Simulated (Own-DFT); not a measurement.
# Computed records: GaP (zincblende, atoms displaced)

Computed with Own-DFT development build. A calculation, not a measurement: plane-wave PBE density functional theory by an unreviewed code, no spin, of a simulated periodic cell, stress positive in tension, free energy of the whole cell less one offset for each atom, forces on such cells passed a denser k mesh, this cell's mesh not checked; offsets are fitted by least squares, one for each functional and potential file, so energies compare only between cells with the same atoms and settings and are not formation energies; the far tail of each file's local potential was reset to the Coulomb form; each entry is a single point on an unrelaxed cell, so the pressure reflects the starting lattice, mostly measured values (interpolated for alloys), from which strain is counted, and rises with the displacements; printed positions are rounded, which can move forces by about a meV/angstrom; the program, named Own-DFT, is a retired in-house code; no spin-orbit coupling.

Common to all runs: functional PBE; potential files PseudoDojo norm-conserving, scalar-relativistic, standard set; wave cutoff 42 hartree; occupations Fermi-Dirac; smearing width 0.1 eV; k mesh 2 x 3 x 3 centred on Gamma.

(1) GaP (zincblende, atoms displaced)

```
CELL_PARAMETERS angstrom
16.35150 0.00000 0.00000
0.00000 10.90100 0.00000
0.00000 0.00000 10.90100
ATOMIC_POSITIONS crystal
Ga 0.00056 0.99984 0.00110
Ga 0.99990 0.24523 0.25352
Ga 0.16929 0.00674 0.24251
Ga 0.16950 0.25055 0.00053
P 0.08225 0.13108 0.12998
P 0.08199 0.37114 0.37462
P 0.24951 0.13001 0.37404
P 0.24738 0.37588 0.12533
Ga 0.99959 0.00429 0.49856
Ga 0.99323 0.25003 0.74814
Ga 0.16336 0.99221 0.75218
Ga 0.17064 0.24740 0.49956
P 0.08066 0.12370 0.62670
P 0.08561 0.37021 0.87575
P 0.24850 0.12910 0.87311
P 0.25085 0.38614 0.62308
Ga 0.99950 0.50286 0.99378
Ga 0.00375 0.75212 0.24844
Ga 0.16362 0.50374 0.25655
Ga 0.16622 0.75030 0.01051
P 0.08337 0.62627 0.12381
P 0.08171 0.87182 0.37727
P 0.25255 0.63033 0.37987
P 0.24806 0.87575 0.13280
Ga 0.99873 0.49672 0.49550
Ga 0.99850 0.74842 0.74353
Ga 0.17455 0.50229 0.75718
Ga 0.17295 0.74866 0.49696
P 0.08289 0.62948 0.61550
P 0.08361 0.87918 0.86935
P 0.24935 0.62780 0.87425
P 0.25227 0.87893 0.62746
Ga 0.33271 0.99441 0.00033
Ga 0.32641 0.25044 0.24869
Ga 0.50075 0.00331 0.24539
Ga 0.49692 0.25077 0.99399
P 0.41517 0.11999 0.11959
P 0.41443 0.36717 0.37988
P 0.58134 0.12218 0.37476
P 0.58252 0.37522 0.12620
Ga 0.33560 0.99978 0.50108
Ga 0.33520 0.25302 0.75599
Ga 0.49939 0.00489 0.74234
Ga 0.50094 0.25534 0.49129
P 0.42253 0.12841 0.61984
P 0.41802 0.37477 0.87421
P 0.58745 0.12385 0.87576
P 0.58607 0.37919 0.62234
Ga 0.33626 0.50351 0.00148
Ga 0.33760 0.74516 0.25103
Ga 0.49877 0.49700 0.25744
Ga 0.50015 0.74527 0.00024
P 0.41929 0.62669 0.12499
P 0.41536 0.88266 0.36951
P 0.58206 0.63153 0.37575
P 0.57859 0.86985 0.11831
Ga 0.33552 0.49411 0.50071
Ga 0.33302 0.74145 0.74190
Ga 0.50139 0.49477 0.76003
Ga 0.49543 0.75422 0.50074
P 0.42217 0.62414 0.63154
P 0.41031 0.87873 0.87694
P 0.58662 0.62678 0.87175
P 0.58069 0.87572 0.62365
Ga 0.66822 0.99729 0.99251
Ga 0.66771 0.25521 0.24307
Ga 0.83661 0.01378 0.24864
Ga 0.83806 0.24993 0.99637
P 0.74776 0.12097 0.12904
P 0.75312 0.37792 0.36932
P 0.91996 0.11970 0.38156
P 0.91954 0.37477 0.12383
Ga 0.66218 0.00093 0.49981
Ga 0.66569 0.25235 0.74903
Ga 0.83408 0.99243 0.75049
Ga 0.83262 0.24958 0.50355
P 0.74889 0.12097 0.61998
P 0.75169 0.37190 0.87628
P 0.91825 0.12815 0.87699
P 0.91490 0.37869 0.62469
Ga 0.66129 0.50455 0.00039
Ga 0.66233 0.75343 0.25897
Ga 0.83527 0.49717 0.24683
Ga 0.83622 0.74777 0.00450
P 0.74837 0.62975 0.13158
P 0.75213 0.86979 0.37433
P 0.91363 0.62596 0.38794
P 0.91563 0.87520 0.12885
Ga 0.66650 0.50594 0.50072
Ga 0.66513 0.74473 0.75391
Ga 0.83512 0.48588 0.75108
Ga 0.83032 0.74799 0.49672
P 0.74804 0.62210 0.62625
P 0.74804 0.88212 0.87312
P 0.91421 0.62421 0.87679
P 0.91263 0.87486 0.62249
```

* free energy of cell above offsets: -50.494 eV
* pressure: 3.17 GPa
* stress xx: -3.21 GPa
* stress yy: -3.14 GPa
* stress zz: -3.15 GPa
* stress yz: -0.07 GPa
* stress xz: 0.48 GPa
* stress xy: 0.22 GPa

Force:
```tsv
element	x (eV/Å)	y (eV/Å)	z (eV/Å)
Ga	0.127	0.066	0.144
Ga	-0.422	0.512	0.049
Ga	-0.952	-0.277	1.235
Ga	-0.591	-0.144	0.113
P	0.374	-0.597	-1.021
P	0.265	0.119	0.3
P	0.244	-1.077	0.314
P	0.307	0.873	0.086
Ga	0.599	-1.337	0.754
Ga	1.061	0.242	0.008
Ga	0.826	1.401	-0.701
Ga	-0.807	0.551	0.699
P	0.516	0.303	-0.046
P	-0.363	0.578	-0.523
P	0.211	-0.851	0.119
P	-0.037	-1.553	0.536
Ga	0.5	-0.471	0.298
Ga	-0.838	-0.346	0.573
Ga	0.358	-0.06	-0.218
Ga	0.08	0.548	-1.113
P	-0.379	-0.552	0.254
P	0.943	0.809	-0.211
P	0.599	-1.27	-0.783
P	0.826	-0.428	-0.593
Ga	0.368	0.279	0.41
Ga	-0.015	0.122	0.169
Ga	-1.851	-0.185	-0.776
Ga	-0.946	1.056	0.642
P	0.514	-0.836	0.895
P	-0.751	-1.429	1.368
P	0.61	0.443	1.039
P	-0.183	-0.408	-0.376
Ga	-0.937	0.601	0.168
Ga	1.085	-0.114	-0.475
Ga	0.022	-0.238	-0.256
Ga	0.744	-0.637	0.711
P	-0.206	0.951	0.448
P	-0.371	0.812	-1.298
P	0.48	0.759	-0.701
P	-0.688	0.135	-0.428
Ga	-0.223	0.556	-0.065
Ga	-0.316	-0.296	-1.273
Ga	0.145	-0.488	1.135
Ga	0.815	-0.572	1.043
P	-1.072	0.56	0.202
P	-0.498	0.337	0.548
P	-0.966	0.428	-0.428
P	-0.648	-0.308	0.104
Ga	-0.534	-0.202	-0.037
Ga	-0.476	0.667	0.026
Ga	0.081	0.116	-0.169
Ga	-0.435	0.506	-0.959
P	-0.085	-0.746	0.306
P	0.19	-0.669	0.267
P	-0.653	-0.781	0.552
P	1.071	0.765	0.679
Ga	0.393	1.168	0.09
Ga	0.037	0.947	0.778
Ga	0.614	0.449	-1.041
Ga	0.207	0.135	-0.234
P	-0.355	-0.664	-0.731
P	1.258	-1.104	-1.091
P	-1.248	-0.453	0.742
P	0.32	-0.426	0.373
Ga	-0.549	0.162	1.336
Ga	-0.01	-0.513	0.892
Ga	-0.353	-1.371	0.441
Ga	-0.849	-0.064	0.857
P	0.259	0.62	-1.084
P	-0.635	-0.379	0.724
P	-0.862	1.402	-0.611
P	0.09	-0.069	0.08
Ga	0.697	-0.593	-0.263
Ga	0.502	-0.361	-0.242
Ga	-0.051	1.127	-0.174
Ga	-0.147	-0.02	-0.494
P	0.059	0.276	0.761
P	-0.735	0.163	0.382
P	-0.317	-1.074	-0.359
P	0.629	-0.757	-0.559
Ga	1.259	-0.282	0.435
Ga	0.427	0.334	-1.122
Ga	0.184	0.792	0.134
Ga	-0.919	0.436	-0.118
P	-0.136	-0.407	-0.422
P	-0.472	1.476	-0.194
P	0.727	-0.418	-2.064
P	0.358	0.347	-0.215
Ga	0.168	-0.266	-0.632
Ga	0.69	1.181	-1.045
Ga	-0.777	1.574	0.311
Ga	-0.322	0.141	1.072
P	0.717	0.155	0.516
P	0.676	-1.779	0.031
P	0.19	0.032	-0.803
P	0.559	-0.138	-0.203
```

(2) GaP (zincblende, atoms displaced)

```
CELL_PARAMETERS angstrom
16.35150 0.00000 0.00000
0.00000 10.90100 0.00000
0.00000 0.00000 10.90100
ATOMIC_POSITIONS crystal
Ga 0.00194 0.00518 0.00338
Ga 0.00034 0.25139 0.25658
Ga 0.16917 0.00228 0.25340
Ga 0.16663 0.24398 0.99779
P 0.08068 0.12347 0.12204
P 0.08051 0.37311 0.37472
P 0.25304 0.13597 0.38060
P 0.25395 0.38285 0.12317
Ga 0.00103 0.99428 0.51020
Ga 0.99969 0.25507 0.74989
Ga 0.16584 0.99804 0.75466
Ga 0.16774 0.25419 0.50351
P 0.08525 0.12221 0.62979
P 0.09146 0.38088 0.87729
P 0.25459 0.12469 0.87119
P 0.24992 0.38060 0.62683
Ga 0.00497 0.49936 0.00593
Ga 0.99591 0.74404 0.24231
Ga 0.17055 0.49991 0.24566
Ga 0.16694 0.75008 0.00542
P 0.08637 0.62953 0.11736
P 0.07920 0.87427 0.37655
P 0.25351 0.61474 0.37247
P 0.24230 0.87513 0.12647
Ga 0.99602 0.50232 0.49030
Ga 0.00536 0.74459 0.74708
Ga 0.16992 0.49465 0.75209
Ga 0.16227 0.75701 0.50306
P 0.08075 0.62674 0.61908
P 0.08449 0.87743 0.87302
P 0.25501 0.62071 0.87509
P 0.25228 0.87756 0.63761
Ga 0.33090 0.00251 0.00714
Ga 0.33760 0.25134 0.24871
Ga 0.49754 0.00583 0.25210
Ga 0.50262 0.25204 0.99734
P 0.41046 0.12991 0.11796
P 0.41289 0.37416 0.37328
P 0.57992 0.11706 0.37153
P 0.58768 0.37227 0.12430
Ga 0.33415 0.99904 0.50372
Ga 0.32891 0.24955 0.75755
Ga 0.50620 0.00050 0.75148
Ga 0.50423 0.25807 0.50043
P 0.41624 0.12720 0.61568
P 0.41599 0.37841 0.87464
P 0.58307 0.12895 0.86698
P 0.57842 0.37764 0.62824
Ga 0.32998 0.50376 0.99203
Ga 0.33474 0.75216 0.24658
Ga 0.49515 0.49444 0.25602
Ga 0.49995 0.73775 0.00254
P 0.41826 0.62902 0.11848
P 0.42135 0.86875 0.37107
P 0.58270 0.61599 0.37651
P 0.57912 0.87236 0.13168
Ga 0.33658 0.49661 0.49448
Ga 0.33295 0.74489 0.74631
Ga 0.49613 0.50244 0.76423
Ga 0.50153 0.75513 0.50649
P 0.41856 0.62204 0.63569
P 0.41640 0.87184 0.87810
P 0.58198 0.63025 0.87366
P 0.57963 0.87471 0.62696
Ga 0.66810 0.00342 0.99760
Ga 0.66733 0.24784 0.25321
Ga 0.83528 0.00335 0.25015
Ga 0.83112 0.25828 0.99793
P 0.75051 0.12864 0.12445
P 0.75090 0.37281 0.37296
P 0.91329 0.12676 0.37731
P 0.91312 0.37631 0.11834
Ga 0.66607 0.99653 0.50409
Ga 0.66020 0.25183 0.74585
Ga 0.83414 0.99701 0.74509
Ga 0.83086 0.24528 0.49372
P 0.75248 0.11985 0.62163
P 0.74897 0.37511 0.87958
P 0.92021 0.12509 0.87831
P 0.91874 0.37271 0.62707
Ga 0.66530 0.51118 0.00057
Ga 0.67448 0.75328 0.25786
Ga 0.83878 0.49943 0.25439
Ga 0.83669 0.75087 0.00424
P 0.74939 0.62059 0.13147
P 0.75312 0.87838 0.38239
P 0.91700 0.62744 0.37879
P 0.91475 0.87586 0.12470
Ga 0.66462 0.49732 0.49842
Ga 0.66295 0.74813 0.74184
Ga 0.83864 0.49881 0.74224
Ga 0.83476 0.74680 0.50516
P 0.74832 0.62966 0.62228
P 0.75110 0.87936 0.87857
P 0.91703 0.61629 0.88252
P 0.91130 0.87409 0.61799
```

* free energy of cell above offsets: -49.520 eV
* pressure: 3.32 GPa
* stress xx: -3.28 GPa
* stress yy: -3.39 GPa
* stress zz: -3.31 GPa
* stress yz: -0.29 GPa
* stress xz: -0.03 GPa
* stress xy: -0.3 GPa

Force:
```tsv
element	x (eV/Å)	y (eV/Å)	z (eV/Å)
Ga	-0.479	-1.045	-0.589
Ga	-0.796	-0.368	-1.031
Ga	-0.682	0.525	0.574
Ga	0.621	0.46	0.289
P	0.866	0.645	1.202
P	0.93	0.69	-0.018
P	-0.195	-1.018	-0.566
P	-0.413	-1.345	-0.17
Ga	-0.229	0.737	-0.773
Ga	0.834	-0.42	0.75
Ga	0.445	0.506	-0.064
Ga	-0.412	-0.088	0.182
P	-0.18	0.503	-0.265
P	-1.362	-0.917	0.115
P	-1.267	-0.734	1.067
P	0.549	-0.637	-0.365
Ga	-0.305	-0.365	-0.534
Ga	0.604	0.539	0.37
Ga	-0.771	-0.08	0.193
Ga	0.34	0.171	-1.776
P	-0.532	-0.759	1.537
P	0.205	0.165	-0.698
P	-0.479	1.707	0.331
P	1.431	0.267	0.339
Ga	0.703	-0.658	1.125
Ga	-1.33	0.493	0.606
Ga	-0.265	1.437	-0.458
Ga	1.135	-0.373	-0.169
P	0.736	-1.096	0.21
P	-0.382	-0.587	0.725
P	-1.741	1.408	-0.638
P	-0.504	-0.247	-1.417
Ga	-0.149	-1.04	-0.884
Ga	-1.01	0.21	-0.257
Ga	-0.65	-0.604	-1.13
Ga	-0.273	0.068	0.065
P	1.508	-0.124	0.677
P	1.055	-0.537	0.44
P	0.996	1.314	1.041
P	-0.784	0.495	0.233
Ga	0.004	-0.419	-0.585
Ga	1.281	0.609	-1.563
Ga	-1.897	0.083	-0.047
Ga	-0.768	-0.944	-0.642
P	0.529	0.31	1.365
P	-0.404	-0.941	0.661
P	0.161	-0.393	1.19
P	0.528	0.796	0.203
Ga	1.395	-0.533	1.212
Ga	-0.297	-0.378	0.006
Ga	0.625	0.488	-1.16
Ga	0.419	2.065	-0.382
P	-1.05	-1.54	1.138
P	-0.985	0.692	0.592
P	-0.124	1.265	-0.072
P	0.874	0.205	-0.563
Ga	-0.174	0.541	1.228
Ga	0.365	0.432	0.862
Ga	0.703	-0.052	-0.878
Ga	-0.383	-1.481	-0.623
P	-0.113	0.115	-1.61
P	0.143	0.279	-0.013
P	0.599	-0.468	-0.079
P	0.948	0.324	-0.143
Ga	-0.714	-0.166	0.574
Ga	-0.171	-0.319	-0.181
Ga	-0.537	-0.076	-0.045
Ga	0.186	-1.212	-0.092
P	0.153	-0.21	0.026
P	-0.125	0.36	0.366
P	1.376	-0.625	-0.068
P	1.288	0.033	1.146
Ga	-0.214	0.157	-0.284
Ga	1.499	0.13	-0.104
Ga	0.113	0.321	0.876
Ga	0.019	0.596	0.841
P	-0.865	0.827	0.475
P	-0.613	0.782	-1.39
P	-0.804	0.356	-0.554
P	-0.334	0	-1.393
Ga	0.179	-0.818	-0.071
Ga	-1.117	-0.239	-0.239
Ga	-0.632	-0.104	-0.354
Ga	-0.873	-0.564	-0.403
P	0.656	0.738	-0.116
P	0.186	-0.167	-0.334
P	-0.469	0.193	-0.787
P	0.604	0.37	0.157
Ga	0.355	-0.202	0.315
Ga	0.644	0.628	0.955
Ga	-1.079	0.223	0.962
Ga	-0.647	0.156	-0.776
P	0.208	-1.146	0.189
P	-0.115	-0.903	-0.703
P	0.399	0.867	-0.792
P	1.299	-0.331	1.438
```
